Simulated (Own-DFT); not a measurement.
# Stretching a layer in its plane: wurtzite AlGaN with randomly placed atoms, 72 atoms (Al27Ga9N36)

No measurement is shown. These are fixed-geometry runs of a retired plane-wave code named Own-DFT, which no person has reviewed; spin and spin-orbit coupling are neglected.

Common settings: PBE; PseudoDojo norm-conserving scalar-relativistic files; cutoff 42 hartree; 4 x 4 x 3 k mesh centred on Gamma; Fermi-Dirac smearing of 0.1 eV.

Caveats: forces on such cells passed a denser k mesh, each cell not checked; stress not checked against mesh or cutoff.

Unstrained cell vectors in Å: (9.394, 0.000, 0.000); (-4.697, 8.135, 0.000); (0.000, 0.000, 10.066). The unstrained cell has measured lattice constants (interpolated for alloys), not those of this functional. That, the random moves and any unrelaxed bonds set the pressure at no strain. Each run strains x and y alike by e, as a substrate would, and holds the height along z. Each atom got a random Gaussian move of width 0.05 Å along each axis. The random placing of the alloy's atoms differs from row to row. Stress is positive in tension.

```
e (%)  u (Å)  (s_xx + s_yy)/2 (GPa)  s_zz (GPa)
-2.00  0.052                 -20.29       -8.35
-1.25  0.051                 -13.92       -9.47
-0.50  0.050                  -9.83       -6.74
-0.25  0.047                  -7.93       -7.27
 0.50  0.056                  -5.25       -5.22
 1.00  0.047                  -1.20       -4.06
 1.25  0.045                   1.41       -6.59
 2.00  0.049                      ?           ?
 2.25  0.054                   4.22       -2.79
 2.50  0.052                   6.11       -3.95
```

## Fit

With e as a fraction, the in-plane stress is -6.7 + 591 e - 3566 e² GPa (errors 23 and 1523, scatter 0.89), and s_zz is -6.5 + 128 e GPa (slope ± 25, scatter 1.10). At e = 0 the first slope is C11 + C12 and the second 2 C13, both with the ions held to the strained lattice and at the cell's own pressure. A free layer would change its height as e changes, and the in-plane slope would drop by 2 C13²/C33 to the biaxial modulus. At fixed height, a misfit of 1 % moves the in-plane stress by about 5.9 GPa and s_zz by 1.3 GPa.

## Test on the hidden row

Q: what are the two stresses at e = 2.00 %?

From the fit: 3.7 and -4.0 GPa. DFT gave 4.46 and -4.81 GPa.
